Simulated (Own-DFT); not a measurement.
# How strain changes the stress of wurtzite AlN, 72 atoms (Al36N36)

These are calculations, not measurements. The program, named Own-DFT, is a retired in-house plane-wave density functional code that no person has reviewed. Each row is one single-point run on a periodic cell that was not relaxed, without spin or spin-orbit coupling.

Settings of every run: PBE; PseudoDojo norm-conserving scalar-relativistic files; cutoff 42 hartree; 3 x 3 x 2 k mesh centred on Gamma; Fermi-Dirac smearing of 0.1 eV.

Known limits: forces on such cells moved up to 12 meV/angstrom on a denser k mesh; stress not checked against mesh or cutoff.

Unstrained cell vectors in Å: (9.336, 0.000, 0.000); (-4.668, 8.085, 0.000); (0.000, 0.000, 9.964). The unstrained cell has measured lattice constants (interpolated for alloys), not those of this functional. That, the random moves and any unrelaxed bonds set the pressure at no strain. Each run strains this cell uniformly, with the atoms carried along. Every atom was also moved at random, by a Gaussian of width 0.05 Å on each axis. Strain is the symmetric tensor, in per cent. Stress is positive in tension, and the pressure is minus a third of its trace.

```
run  e_xx (%)  e_yy (%)  e_zz (%)  s_xx (GPa)  s_yy (GPa)  s_zz (GPa)  P (GPa)  E (meV/atom)
  1     -2.50     -2.50      0.00      -22.10      -23.99       -7.70    17.93          54.3
  2      0.75      0.75      0.00       -0.09       -1.09       -6.38     2.52          10.9
  3      2.25      2.25      0.00        5.82        5.66       -1.00    -3.49           0.0
  4      2.00      2.00      0.00        5.50        4.45       -5.10    -1.62          18.1
  5     -2.75     -2.75      0.00      -24.40      -25.09       -9.80    19.77          73.4
  6     -1.00     -1.00      0.00      -10.85      -11.20       -7.54     9.86          11.6
  7     -1.25     -1.25      0.00      -11.58      -14.82       -6.87    11.09          15.8
  8     -2.25     -2.25      0.00      -21.00      -19.23       -9.68    16.63          41.0
  9     -2.00     -2.00      0.00           ?           ?           ?        ?             ?
```

E is the free energy for each atom above the lowest run shown.

## Worked fit

The change of volume is close to e_xx + e_yy + e_zz. A straight line through the runs shown gives P = 6.51 - 224 x (fractional change of volume) GPa, with an error of 8 on the slope and a scatter of 0.90 GPa. The strain isn't the same on all axes and the cell isn't cubic, so the slope belongs to this path and is not the bulk modulus.

## Withheld run

Question: what pressure should run 9 give? Its volume changes by -3.96 %.

The line gives 15.4 GPa. The calculation gave 15.09 GPa.
